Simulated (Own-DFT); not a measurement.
# How strain changes the stress of wurtzite GaN, 72 atoms (Ga36N36)

All numbers below are calculated, not measured. They come from Own-DFT, an in-house plane-wave density functional program, since retired, whose code no person has reviewed. Each row is one single-point run on a periodic cell that was not relaxed, without spin or spin-orbit coupling.

Settings of every run: PBE; PseudoDojo norm-conserving scalar-relativistic files (stringent for Ga); cutoff 96 hartree; 4 x 4 x 3 k mesh centred on Gamma; Gaussian smearing of 0.01 eV.

Known limits: forces not confirmed at this smearing and k mesh; stress not checked against mesh or cutoff.

Unstrained cell vectors in Å: (9.567, 0.000, 0.000); (-4.784, 8.285, 0.000); (0.000, 0.000, 10.370). The unstrained cell has measured lattice constants (interpolated for alloys), not those of this functional. That, the random moves and any unrelaxed bonds set the pressure at no strain. Each run strains this cell uniformly, with the atoms carried along. Every atom was also moved at random, by a Gaussian of width 0.05 Å on each axis. Strain is the symmetric tensor, in per cent. Stress is positive in tension, and the pressure is minus a third of its trace.

| run | e_xx (%) | e_yy (%) | e_zz (%) | s_xx (GPa) | s_yy (GPa) | s_zz (GPa) | P (GPa) | E (meV/atom) |
|---|---|---|---|---|---|---|---|---|
| 1 | 0.00 | 0.00 | 2.50 | -4.22 | -6.13 | 2.79 | 2.52 | 13.3 |
| 2 | 0.00 | 0.00 | -1.50 | -8.05 | -7.88 | -15.17 | 10.37 | 30.7 |
| 3 | 0.00 | 0.00 | 1.25 | -5.49 | -6.96 | -1.67 | 4.71 | 15.8 |
| 4 | 0.00 | 0.00 | 3.00 | -3.82 | -6.14 | 4.43 | 1.84 | 19.2 |
| 5 | 0.00 | 0.00 | 0.50 | -5.70 | -7.92 | -5.31 | 6.31 | 23.1 |
| 6 | 0.00 | 0.00 | -1.00 | -7.80 | -6.93 | -12.93 | 9.22 | 29.3 |
| 7 | 0.00 | 0.00 | 2.00 | -5.52 | -4.98 | 1.58 | 2.98 | 0.0 |
| 8 | 0.00 | 0.00 | -1.75 | -7.19 | -7.45 | -17.02 | 10.56 | 26.0 |
| 9 | 0.00 | 0.00 | 1.00 | ? | ? | ? | ? | ? |

E is the free energy for each atom above the lowest run shown.

## Worked fit

The change of volume is close to e_xx + e_yy + e_zz. A straight line through the runs shown gives P = 7.27 - 193 x (fractional change of volume) GPa, with an error of 5 on the slope and a scatter of 0.26 GPa. The strain isn't the same on all axes and the cell isn't cubic, so the slope belongs to this path and is not the bulk modulus.

## Withheld run

Question: what pressure should run 9 give? Its volume changes by 1.00 %.

The line gives 5.3 GPa. The calculation gave 5.12 GPa.
